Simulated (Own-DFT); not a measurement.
# Strain and stress in grey tin, 32 atoms (Sn32)

Calculated results; nothing here was measured. They come from Own-DFT, an in-house plane-wave density functional program, since retired, whose code no person has reviewed. Each row is one single-point run on a periodic cell that was not relaxed, without spin or spin-orbit coupling.

Settings of every run: PBE; PseudoDojo norm-conserving scalar-relativistic files; cutoff 42 hartree; 3 x 3 x 5 k mesh centred on Gamma; cold (Marzari-Vanderbilt) smearing of 0.2 eV.

Known limits: forces on such cells failed a check on a denser k mesh; stress not checked against mesh or cutoff.

Unstrained cell vectors in Å: (12.978, 0.000, 0.000); (0.000, 12.978, 0.000); (0.000, 0.000, 6.489). The unstrained cell has measured lattice constants (interpolated for alloys), not those of this functional. That, the random moves and any unrelaxed bonds set the pressure at no strain. Each run strains this cell uniformly, with the atoms carried along. Every atom was also moved at random, by a Gaussian of width 0.05 Å on each axis. Strain is the symmetric tensor, in per cent. Stress is positive in tension, and the pressure is minus a third of its trace.

```
run  e_xx (%)  e_yy (%)  e_zz (%)  e_yz (%)  e_xz (%)  e_xy (%)  s_xx (GPa)  s_yy (GPa)  s_zz (GPa)  s_yz (GPa)  s_xz (GPa)  s_xy (GPa)  P (GPa)  E (meV/atom)
  1     -0.75     -1.66     -1.19     -1.93      0.90      1.13       -5.61       -5.85       -5.71       -2.11        1.26        0.95     5.72          57.6
  2     -1.04     -0.71     -0.77      0.34     -1.02      0.92       -5.04       -4.92       -4.96        0.71       -0.90        0.65     4.98          38.1
  3     -0.62      0.62     -0.17      0.18      0.93     -0.75       -3.99       -3.48       -3.83        0.31        1.64       -0.86     3.77          22.4
  4      0.98      1.37     -1.49      0.21     -1.44      0.18       -3.01       -2.86       -3.74        0.15       -1.49        0.24     3.20          14.5
  5      0.45      1.99      0.23     -0.61      1.22     -1.85       -2.57       -2.11       -2.63       -1.05        1.00       -1.71     2.44          10.5
  6     -0.21     -1.54     -0.99     -0.89      1.49     -0.42       -5.11       -5.48       -5.33       -1.37        2.33       -1.04     5.31          54.9
  7     -0.60      0.71     -0.67     -1.52     -1.54      0.96       -4.19       -3.64       -4.17       -1.52       -1.85        0.58     4.00          29.1
  8      1.38      1.78     -1.33     -1.63     -1.01      0.81       -2.65       -2.52       -3.33       -1.51       -0.61        0.21     2.84          20.9
  9      1.14     -1.42      1.22      1.07      1.98      1.64       -3.19       -3.81       -3.11        0.42        1.98        1.86     3.37          31.6
 10     -0.08      1.27      1.05      0.72      1.52     -0.14       -2.82       -2.41       -2.47        1.18        0.94        0.66     2.57          11.7
 11      0.77     -0.75     -1.84     -1.99     -1.08     -0.58       -4.45       -4.97       -5.14       -2.97       -1.68       -1.43     4.85          52.5
 12      1.12      1.75     -0.87      0.48      1.92     -0.46       -2.70       -2.51       -3.33        1.49        2.80       -0.93     2.85          22.4
 13      1.77      1.46      0.73     -0.35     -1.94     -0.58       -1.70       -1.71       -2.00        0.03       -2.05       -0.51     1.80           0.0
 14     -0.63      1.71      1.83     -0.64     -1.28     -1.71       -2.90       -2.30       -2.19       -0.98       -1.29       -1.90     2.46          22.2
 15     -1.71     -1.72     -1.16      0.50     -1.49     -0.97       -6.41       -6.36       -6.28        0.70       -1.88       -0.99     6.35          69.4
 16     -0.34     -1.26      0.18     -0.72      1.80     -0.26       -4.32       -4.67       -4.19       -1.25        1.60       -0.13     4.39          30.7
 17     -0.50     -1.66      0.37      0.86      1.25      0.41           ?           ?           ?           ?           ?           ?        ?             ?
```

E is the free energy for each atom above the lowest run shown.

## Worked fit

Each stress component was fitted by least squares to a constant and the strains of the runs shown, as fractions, with shears doubled. Shear strains stay in the fit of a normal stress only where such slopes are resolved. The slopes, in GPa:

| stress | at no strain | per e_xx | per e_yy | per e_zz | scatter |
|---|---|---|---|---|---|
| s_xx | -3.8 | 69 ± 3 | 44 ± 2 | 41 ± 3 | 0.12 |
| s_yy | -3.8 | 40 ± 4 | 73 ± 3 | 41 ± 4 | 0.15 |
| s_zz | -3.8 | 42 ± 4 | 44 ± 3 | 69 ± 3 | 0.12 |

Each shear stress against twice its own strain: yz 64 ± 6, xz 58 ± 5, xy 52 ± 5 GPa. These are stiffnesses along x, y and z of the frame in which the cell vectors are given, which need not be the crystal's axes. The atoms are held to the strained lattice; where symmetry lets them move under strain, relaxing them would lower some slopes. The table should be nearly symmetric about its diagonal, and what it lacks of that shows the noise. A ninth of its sum, 51 ± 1 GPa, estimates the bulk modulus near the mean pressure of these runs, 3.8 GPa, so it lies above the value at zero pressure.

## Withheld run

Question: what normal stresses and pressure should run 17 give?

The fit gives s_xx = -4.8, s_yy = -5.1, s_zz = -4.5 and P = 4.8 GPa. The calculation gave -4.70, -5.07, -4.40 and P = 4.72 GPa.
